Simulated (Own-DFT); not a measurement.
# Computed records: Si₂₃GeO₄₈ (quartz with substituted atoms, atoms displaced)

A calculation, not a measurement: plane-wave PBE and HSE06 DFT by an unreviewed code, no spin, of a simulated cell at Gamma alone, so results move with cell size and shape, stress positive in tension, energies less offsets, not probed for a lower state with spin; oxygen file: force components 24 meV/angstrom off all-electron in a glass; k mesh not checked against a denser one; forces and stress are PBE's, HSE06 gives the energy alone, and its difference from PBE has offsets of its own; offsets are fitted by least squares, one for each functional and potential file, so energies compare only between cells with the same atoms and settings and are not formation energies; the far tail of each file's local potential was reset to the Coulomb form; each entry is a single point on an unrelaxed cell, so the pressure reflects the starting lattice, mostly measured values (interpolated for alloys), from which strain is counted, and rises with the displacements; printed positions are rounded, which can move forces by about a meV/angstrom; the program, named Own-DFT, is a retired in-house code; no spin-orbit coupling. Program: Own-DFT development build.

Common to all runs: first functional PBE; second functional HSE06; exact exchange share 0.25; screening 0.11 1/bohr; exchange divergence Gygi-Baldereschi; potential files PseudoDojo norm-conserving, scalar-relativistic, made for PBE, standard set; wave cutoff 48 hartree; occupations fixed; k mesh 1 x 1 x 1 centred on Gamma.

(1) Si₂₃GeO₄₈ (quartz with substituted atoms, atoms displaced)

```cif
# cell vector a (Å): 9.8268 0.0000 0.0000
# cell vector b (Å): -4.9134 8.5103 0.0000
# cell vector c (Å): 0.0000 0.0000 10.8104
data_Si23GeO48
_symmetry_space_group_name_H-M 'P 1'
_symmetry_Int_Tables_number 1
_cell_length_a 9.8268
_cell_length_b 9.8268
_cell_length_c 10.8104
_cell_angle_alpha 90.000
_cell_angle_beta 90.000
_cell_angle_gamma 120.000
_cell_volume 904.06
loop_
_atom_site_label
_atom_site_type_symbol
_atom_site_fract_x
_atom_site_fract_y
_atom_site_fract_z
_atom_site_occupancy
Si1 Si 0.24501 0.00535 0.99713 1
Si2 Si 0.99774 0.23016 0.33203 1
Si3 Si 0.26637 0.26259 0.17010 1
O1 O 0.21313 0.13775 0.06154 1
O2 O 0.42590 0.29307 0.22708 1
O3 O 0.36294 0.07209 0.39294 1
O4 O 0.07216 0.36760 0.44563 1
O5 O 0.13774 0.21641 0.28363 1
O6 O 0.29629 0.43498 0.10278 1
Si4 Si 0.23579 0.99471 0.49933 1
Si5 Si 0.98878 0.22863 0.82827 1
Si6 Si 0.26450 0.25796 0.66945 1
O7 O 0.20309 0.13898 0.56128 1
O8 O 0.42755 0.30223 0.73169 1
O9 O 0.36780 0.07499 0.90416 1
O10 O 0.06970 0.36580 0.93962 1
O11 O 0.13618 0.20849 0.77190 1
O12 O 0.29204 0.42838 0.60896 1
Si7 Si 0.23819 0.49844 0.00341 1
Si8 Si 0.00838 0.74199 0.33478 1
Si9 Si 0.26675 0.77003 0.16873 1
O13 O 0.19558 0.62520 0.05809 1
O14 O 0.42228 0.79027 0.22036 1
O15 O 0.36903 0.58209 0.39651 1
O16 O 0.06988 0.86898 0.44194 1
O17 O 0.13310 0.71244 0.27219 1
O18 O 0.29120 0.92255 0.10377 1
Si10 Si 0.24363 0.49935 0.49708 1
Si11 Si 0.00138 0.74076 0.83580 1
Si12 Si 0.26587 0.76339 0.67218 1
O19 O 0.20214 0.63242 0.55534 1
O20 O 0.42884 0.79314 0.72288 1
O21 O 0.35751 0.55915 0.89718 1
O22 O 0.07362 0.87449 0.94242 1
O23 O 0.13565 0.71075 0.77446 1
O24 O 0.29551 0.94252 0.60982 1
Si13 Si 0.72870 0.99754 0.99997 1
Si14 Si 0.51213 0.24114 0.33644 1
Si15 Si 0.76475 0.27507 0.16098 1
O25 O 0.70907 0.13493 0.06074 1
O26 O 0.92676 0.30091 0.22654 1
O27 O 0.86731 0.07932 0.38506 1
O28 O 0.57922 0.36545 0.43812 1
O29 O 0.63266 0.20357 0.27034 1
O30 O 0.78761 0.43023 0.10725 1
Si16 Si 0.73893 0.00078 0.49266 1
Si17 Si 0.49808 0.23299 0.83459 1
Si18 Si 0.76982 0.26562 0.66152 1
O31 O 0.70379 0.12827 0.56016 1
O32 O 0.92095 0.28295 0.73632 1
O33 O 0.86671 0.07490 0.89134 1
O34 O 0.56503 0.35684 0.93766 1
O35 O 0.63923 0.21537 0.77910 1
O36 O 0.79350 0.42793 0.61116 1
Ge1 Ge 0.73914 0.50332 0.99550 1
Si19 Si 0.50550 0.73452 0.32737 1
Si20 Si 0.75806 0.75105 0.17373 1
O37 O 0.70200 0.63075 0.06177 1
O38 O 0.93565 0.79249 0.22912 1
O39 O 0.86204 0.56570 0.39422 1
O40 O 0.57557 0.85324 0.43498 1
O41 O 0.63031 0.69639 0.27678 1
O42 O 0.79056 0.92555 0.11295 1
Si21 Si 0.73961 0.50346 0.51012 1
Si22 Si 0.50378 0.73993 0.83268 1
Si23 Si 0.76557 0.76088 0.66943 1
O43 O 0.70124 0.63474 0.56172 1
O44 O 0.92167 0.79332 0.72468 1
O45 O 0.87161 0.57944 0.88742 1
O46 O 0.57033 0.86487 0.94253 1
O47 O 0.63036 0.68973 0.77169 1
O48 O 0.79965 0.93048 0.60032 1
```

- PBE energy of cell above offsets: -16.700 eV
- HSE06 less PBE above offsets: -0.204 eV
- PBE pressure: 10.72 GPa
- PBE stress xx: -11.92 GPa
- PBE stress yy: -6.96 GPa
- PBE stress zz: -13.27 GPa
- PBE stress yz: 1.53 GPa
- PBE stress xz: 0.18 GPa
- PBE stress xy: -0.62 GPa

Force:
```csv
element,x (eV/Å),y (eV/Å),z (eV/Å)
Si,-5.855,-2.943,5.713
Si,-1.575,6.629,-0.317
Si,-2.148,2.238,-0.52
O,-0.135,-0.886,-0.535
O,2.167,0.364,1.347
O,1.371,1.302,-1.368
O,-0.202,-1.242,-1.245
O,3.307,-0.466,-2.268
O,4.209,-4.316,5.787
Si,-3.272,3.578,-0.507
Si,8.704,1.27,6.542
Si,-1.405,3.383,-0.763
O,1.508,-3.264,-2.864
O,1.581,-0.601,0.311
O,4.795,2.69,-6.264
O,0.048,-0.781,-0.456
O,-2.348,-0.96,1.984
O,1.33,-0.82,1.002
Si,-6.004,-0.413,-2.352
Si,-1.505,-3.427,2.318
Si,-1.311,-3.638,-2.659
O,-0.458,2.279,1.66
O,3.66,0.282,1.767
O,1.69,0.348,-2.54
O,-0.188,0.102,0.735
O,2.009,-0.543,0.1
O,-0.067,1.5,-0.167
Si,-3.391,-0.769,2.214
Si,0.686,2.057,-1.085
Si,-1.296,0.521,-4.528
O,0.217,1.42,1.479
O,1.378,0.573,0.744
O,3.339,4.893,-4.478
O,-0.017,-0.334,-0.558
O,-1.006,-0.138,1.113
O,3.09,-3.699,3.814
Si,3.167,1.343,1.363
Si,-3.094,-3.14,-1.997
Si,2.777,-2.891,2.248
O,-0.787,0.286,-0.444
O,0.166,-0.235,0.06
O,-1.624,-4.23,1.671
O,0.333,2.645,3.209
O,0.745,-0.14,-0.42
O,2.757,-0.405,3.667
Si,-0.54,-1.403,0.658
Si,-0.251,-0.62,-2.183
Si,-0.857,-1.137,2.679
O,-0.128,0.057,-0.622
O,-6.336,3.147,-7.584
O,-1.586,-3.826,1.99
O,-0.549,1.746,2.26
O,1.27,-0.507,-1.66
O,1.226,-0.155,1.341
Ge,-3.024,-1.496,-2.643
Si,-3.609,-1.227,-0.621
Si,2.278,4.052,-1.766
O,-2.599,2.374,1.072
O,-3.902,0.256,-2.535
O,0.767,2.082,-0.285
O,0.545,3.729,2.268
O,1.142,-1.158,0.128
O,-0.139,-1.215,-0.091
Si,-1.5,0.375,-3.802
Si,0.305,-4.79,0.344
Si,-3.175,2.196,-2.194
O,0.497,-1.353,-1.145
O,3.931,0.61,1.906
O,1.78,-0.159,-2.285
O,-0.89,-0.641,-0.568
O,-2.423,0.927,1.753
O,0.423,-1.284,1.079
```

(2) Si₂₃GeO₄₈ (quartz with substituted atoms, atoms displaced)

```cif
# cell vector a (Å): 9.8268 0.0000 0.0000
# cell vector b (Å): -4.9134 8.5103 0.0000
# cell vector c (Å): 0.0000 0.0000 10.8104
data_Si23GeO48
_symmetry_space_group_name_H-M 'P 1'
_symmetry_Int_Tables_number 1
_cell_length_a 9.8268
_cell_length_b 9.8268
_cell_length_c 10.8104
_cell_angle_alpha 90.000
_cell_angle_beta 90.000
_cell_angle_gamma 120.000
_cell_volume 904.06
loop_
_atom_site_label
_atom_site_type_symbol
_atom_site_fract_x
_atom_site_fract_y
_atom_site_fract_z
_atom_site_occupancy
Si1 Si 0.22892 0.99250 0.99899 1
Si2 Si 0.99388 0.23456 0.32368 1
Si3 Si 0.26976 0.26826 0.16582 1
O1 O 0.21295 0.14009 0.05399 1
O2 O 0.42338 0.28937 0.23003 1
O3 O 0.37472 0.08390 0.39579 1
O4 O 0.06688 0.36558 0.44416 1
O5 O 0.14015 0.21399 0.27681 1
O6 O 0.28801 0.42499 0.10377 1
Ge1 Ge 0.23033 0.00174 0.49961 1
Si4 Si 0.99672 0.23483 0.83431 1
Si5 Si 0.26534 0.26133 0.66807 1
O7 O 0.20513 0.13613 0.56951 1
O8 O 0.43193 0.29681 0.72460 1
O9 O 0.37474 0.07470 0.89339 1
O10 O 0.07925 0.37617 0.94123 1
O11 O 0.14156 0.20529 0.77112 1
O12 O 0.28224 0.42070 0.61831 1
Si6 Si 0.23762 0.50120 0.00064 1
Si7 Si 0.99826 0.74239 0.32667 1
Si8 Si 0.26494 0.76336 0.16082 1
O13 O 0.21060 0.63409 0.06653 1
O14 O 0.41868 0.78635 0.22669 1
O15 O 0.35622 0.57218 0.39433 1
O16 O 0.07627 0.87389 0.44158 1
O17 O 0.13784 0.71841 0.26904 1
O18 O 0.28462 0.92127 0.10872 1
Si9 Si 0.23262 0.49992 0.51007 1
Si10 Si 0.99740 0.74167 0.83660 1
Si11 Si 0.26513 0.76767 0.66940 1
O19 O 0.20438 0.63500 0.56551 1
O20 O 0.42916 0.79595 0.72672 1
O21 O 0.36025 0.56808 0.89090 1
O22 O 0.07639 0.86568 0.94573 1
O23 O 0.13468 0.70693 0.78244 1
O24 O 0.29204 0.92798 0.60213 1
Si12 Si 0.73150 0.99221 0.99667 1
Si13 Si 0.48878 0.23314 0.33274 1
Si14 Si 0.75178 0.25402 0.17095 1
O25 O 0.70485 0.12756 0.06449 1
O26 O 0.92355 0.29495 0.21823 1
O27 O 0.87390 0.07147 0.39766 1
O28 O 0.56986 0.35933 0.44153 1
O29 O 0.62372 0.20689 0.26080 1
O30 O 0.78871 0.42419 0.10867 1
Si15 Si 0.72361 0.99157 0.50487 1
Si16 Si 0.49848 0.23504 0.82718 1
Si17 Si 0.75158 0.25574 0.66514 1
O31 O 0.70947 0.13549 0.55865 1
O32 O 0.93310 0.29198 0.72890 1
O33 O 0.85883 0.06917 0.88339 1
O34 O 0.56873 0.35296 0.93307 1
O35 O 0.62938 0.20254 0.77226 1
O36 O 0.78806 0.42023 0.61426 1
Si18 Si 0.72562 0.49522 0.99502 1
Si19 Si 0.49779 0.72572 0.32777 1
Si20 Si 0.76619 0.76987 0.17084 1
O37 O 0.71280 0.63706 0.06859 1
O38 O 0.92217 0.78822 0.22323 1
O39 O 0.86828 0.56387 0.39482 1
O40 O 0.57402 0.86992 0.43192 1
O41 O 0.62719 0.70133 0.28309 1
O42 O 0.78825 0.92551 0.10481 1
Si21 Si 0.73595 0.49891 0.50047 1
Si22 Si 0.49659 0.73153 0.83410 1
Si23 Si 0.77703 0.76857 0.66278 1
O43 O 0.70734 0.62844 0.55820 1
O44 O 0.92485 0.79097 0.71958 1
O45 O 0.87491 0.57228 0.89727 1
O46 O 0.57410 0.86004 0.94379 1
O47 O 0.65396 0.72191 0.77530 1
O48 O 0.80310 0.92588 0.60296 1
```

- PBE energy of cell above offsets: -16.522 eV
- HSE06 less PBE above offsets: -0.399 eV
- PBE pressure: 11.88 GPa
- PBE stress xx: -11.81 GPa
- PBE stress yy: -11.73 GPa
- PBE stress zz: -12.1 GPa
- PBE stress yz: -1.15 GPa
- PBE stress xz: -3.15 GPa
- PBE stress xy: -0.77 GPa

Force:
```csv
element,x (eV/Å),y (eV/Å),z (eV/Å)
Si,3.659,5.594,0.901
Si,0.906,0.496,3.99
Si,-1.751,-0.895,-0.497
O,0.055,-0.588,0.194
O,-1.682,1.862,-2.762
O,0.225,-3.453,-0.236
O,0.288,-0.143,-0.898
O,-0.003,-0.245,-0.681
O,1.898,-0.266,1.814
Ge,2.365,5.113,0.404
Si,3.767,0.679,0.871
Si,0.777,2.962,1.512
O,-1.681,-0.613,-2.168
O,-0.701,0.744,-1.508
O,-1.571,-2.105,0.956
O,-1.563,-2.896,-1.525
O,-3.984,-1.131,4.343
O,0.008,2.048,-0.917
Si,-1.524,0.836,0.083
Si,3.374,-2.713,4.146
Si,-0.556,1.711,3.628
O,0.274,-3.271,-3.794
O,1.87,0.516,0.176
O,0.68,-0.033,0.322
O,-6.529,-8.069,-5.48
O,-1.488,-0.506,1.26
O,-0.121,1.876,-0.869
Si,-0.967,-1.664,-2.022
Si,1.492,-2.158,-1.433
Si,-1.09,0.38,0.56
O,-0.202,-0.144,-0.186
O,0.367,0.217,0.034
O,1.486,1.14,-1.206
O,-3.387,-2.383,-1.591
O,-0.249,0.915,-0.549
O,4.25,-2.849,5.216
Si,-0.398,3.737,0.117
Si,5.138,2.654,0.208
Si,3.175,3.854,-5.026
O,0.456,-1.776,-1.893
O,0.588,-0.036,0.483
O,-1.231,-0.206,-0.172
O,0.447,1.446,0.696
O,-4.711,-2.085,5.373
O,-0.832,-0.102,-1.062
Si,3.413,1.708,-1.965
Si,0.082,-2.953,-0.472
Si,4.15,2.112,1.854
O,-0.414,-1.773,-1.258
O,-4.19,0.5,-3.124
O,-0.07,-0.885,1.293
O,0.227,4.241,3.428
O,0.299,-1.137,0.654
O,-0.985,1.875,-1.406
Si,2.102,0.159,2.317
Si,-6.196,1.408,3.219
Si,-2.492,-1.153,0.029
O,-0.386,-1.874,-2.11
O,-0.296,1.727,-0.725
O,0.633,2.532,-1.413
O,-0.971,-1.227,-0.168
O,6.399,-0.207,-3.487
O,1.521,-0.48,1.711
Si,0.869,-2.472,-0.174
Si,2.408,0.199,-1.083
Si,-5.151,-2.065,-1.862
O,-1.171,1.745,0.933
O,6.23,0.89,3.202
O,-1.462,0.179,-0.001
O,-1.819,-1.849,-0.852
O,-2.834,-0.862,1.406
O,-1.221,1.215,-0.761
```

(3) Si₂₃GeO₄₈ (quartz with substituted atoms, atoms displaced)

```cif
# cell vector a (Å): 9.8268 0.0000 0.0000
# cell vector b (Å): -4.9134 8.5103 0.0000
# cell vector c (Å): 0.0000 0.0000 10.8104
data_Si23GeO48
_symmetry_space_group_name_H-M 'P 1'
_symmetry_Int_Tables_number 1
_cell_length_a 9.8268
_cell_length_b 9.8268
_cell_length_c 10.8104
_cell_angle_alpha 90.000
_cell_angle_beta 90.000
_cell_angle_gamma 120.000
_cell_volume 904.06
loop_
_atom_site_label
_atom_site_type_symbol
_atom_site_fract_x
_atom_site_fract_y
_atom_site_fract_z
_atom_site_occupancy
Si1 Si 0.23612 0.00345 0.00565 1
Si2 Si 0.00033 0.23041 0.33198 1
Si3 Si 0.26364 0.26298 0.16077 1
O1 O 0.20973 0.13197 0.06528 1
O2 O 0.42813 0.29341 0.22345 1
O3 O 0.36938 0.07202 0.39191 1
O4 O 0.06386 0.36486 0.44047 1
O5 O 0.12116 0.19359 0.27877 1
O6 O 0.29834 0.43049 0.11103 1
Si4 Si 0.23044 0.99577 0.49290 1
Ge1 Ge 0.99858 0.22646 0.82960 1
Si5 Si 0.26415 0.26699 0.66886 1
O7 O 0.21922 0.13468 0.56899 1
O8 O 0.42085 0.29245 0.71772 1
O9 O 0.36349 0.07212 0.88931 1
O10 O 0.08154 0.37153 0.93654 1
O11 O 0.14781 0.20639 0.77747 1
O12 O 0.28565 0.42540 0.60574 1
Si6 Si 0.23788 0.50200 0.99456 1
Si7 Si 0.01202 0.73997 0.33176 1
Si8 Si 0.26596 0.78070 0.16647 1
O13 O 0.20789 0.63386 0.06027 1
O14 O 0.42124 0.78819 0.21394 1
O15 O 0.36783 0.58323 0.39423 1
O16 O 0.07293 0.86862 0.44117 1
O17 O 0.13624 0.70203 0.27459 1
O18 O 0.29565 0.92797 0.11005 1
Si9 Si 0.23679 0.49840 0.49705 1
Si10 Si 0.00231 0.73572 0.83814 1
Si11 Si 0.26356 0.76124 0.66435 1
O19 O 0.21238 0.63348 0.55645 1
O20 O 0.42532 0.79003 0.73286 1
O21 O 0.37271 0.57506 0.89062 1
O22 O 0.06908 0.86341 0.94142 1
O23 O 0.14285 0.71525 0.76984 1
O24 O 0.28681 0.92108 0.60026 1
Si12 Si 0.72939 0.99499 0.00166 1
Si13 Si 0.49100 0.24419 0.33491 1
Si14 Si 0.76427 0.26732 0.17072 1
O25 O 0.71095 0.13956 0.06051 1
O26 O 0.92493 0.29624 0.22291 1
O27 O 0.87392 0.07244 0.39621 1
O28 O 0.57008 0.36442 0.44384 1
O29 O 0.62796 0.20801 0.27192 1
O30 O 0.80115 0.43112 0.10361 1
Si15 Si 0.73526 0.99282 0.49952 1
Si16 Si 0.50722 0.23841 0.83239 1
Si17 Si 0.75632 0.25694 0.67220 1
O31 O 0.71036 0.13911 0.56736 1
O32 O 0.93210 0.30213 0.71807 1
O33 O 0.87248 0.07311 0.89459 1
O34 O 0.58081 0.36838 0.95080 1
O35 O 0.63823 0.19836 0.77580 1
O36 O 0.78516 0.42268 0.60524 1
Si18 Si 0.72777 0.50316 0.99636 1
Si19 Si 0.50962 0.73590 0.32906 1
Si20 Si 0.77437 0.76773 0.16042 1
O37 O 0.70746 0.62810 0.06341 1
O38 O 0.92963 0.80035 0.22716 1
O39 O 0.86159 0.56772 0.39332 1
O40 O 0.56419 0.86208 0.43588 1
O41 O 0.63257 0.69953 0.28087 1
O42 O 0.80165 0.93201 0.10267 1
Si21 Si 0.74395 0.50049 0.49815 1
Si22 Si 0.48632 0.72043 0.83929 1
Si23 Si 0.76201 0.76283 0.65585 1
O43 O 0.70472 0.62523 0.56009 1
O44 O 0.92928 0.79338 0.72094 1
O45 O 0.86393 0.57119 0.89489 1
O46 O 0.57832 0.86627 0.94705 1
O47 O 0.62289 0.69837 0.77725 1
O48 O 0.78981 0.92407 0.61133 1
```

* PBE energy of cell above offsets: -15.230 eV
* HSE06 less PBE above offsets: -0.117 eV
* PBE pressure: 11.02 GPa
* PBE stress xx: -9.94 GPa
* PBE stress yy: -13.5 GPa
* PBE stress zz: -9.64 GPa
* PBE stress yz: -0.41 GPa
* PBE stress xz: 1.17 GPa
* PBE stress xy: -1.77 GPa

Force:
```csv
element,x (eV/Å),y (eV/Å),z (eV/Å)
Si,1.02,-2.037,-3.76
Si,-4.318,2.999,0.63
Si,-1.279,2.503,4.976
O,-1.242,-1.191,-1.758
O,-2.74,0.771,-2.229
O,-0.674,-0.036,-0.661
O,1.06,0.538,-0.169
O,5.626,0.329,-3.792
O,-0.543,0.241,-1.284
Si,2.243,3.686,3.498
Ge,0.336,4.997,-2.687
Si,-0.578,0.604,-3.033
O,-0.67,-1.876,-2.684
O,6.681,0.913,4.161
O,-0.11,0.519,0.944
O,-0.643,0.602,1.119
O,0.044,-1.401,1.523
O,1.019,-0.574,1.152
Si,-0.538,0.754,3.254
Si,-3.483,-2.319,0.797
Si,4.151,-9.027,1.23
O,-0.36,0.84,-0.227
O,3.276,0.308,2.387
O,0.684,-0.94,-0.858
O,-2.276,-2.432,-1.761
O,-0.028,0.263,0.044
O,-2.785,6.441,-2.961
Si,-2.001,-0.436,-0.956
Si,-0.335,-1.425,-4.018
Si,1.82,1.629,-1.545
O,-0.881,0.269,0.195
O,-1.004,0.458,-0.886
O,-3.13,-9.658,4.739
O,0.906,2.666,2.671
O,-3.196,-1.244,3.274
O,0.862,-0.373,0.382
Si,1.314,4.75,0.208
Si,4.559,-2.269,0.956
Si,-1.62,0.949,-1.497
O,0.331,-1.687,-1.055
O,3.086,-0.501,2.14
O,-1.278,-2.079,0.996
O,0.002,1.336,0.672
O,-1.235,0.074,0.985
O,-0.986,0.488,-0.333
Si,-2.827,2.295,-0.274
Si,-2.142,-0.106,-0.44
Si,3.431,5.287,-2.748
O,1.436,-5.218,-4.428
O,-0.667,0.393,-0.572
O,-3.137,-7.181,3.855
O,-4.456,-6.537,-4.585
O,-4.242,-0.898,4.355
O,1.585,-1.624,2.647
Si,7.515,0.998,2.989
Si,-5.892,-0.188,-1.023
Si,-2.766,-0.03,2.081
O,-2.527,2.615,1.009
O,2.371,-0.002,1.015
O,3.354,3.758,-3.998
O,1.445,2.901,2.017
O,5.013,0.401,-3.637
O,1.157,-1.275,1.625
Si,-3.737,-2.285,1.081
Si,4.71,11.42,-4.482
Si,0.945,-2.593,5.823
O,-0.867,0.456,-0.843
O,-0.304,-0.441,0.651
O,0.649,0.891,-1.282
O,-2.814,-4.049,-2.434
O,2.369,0.609,-2.07
O,-0.691,1.983,-1.111
```
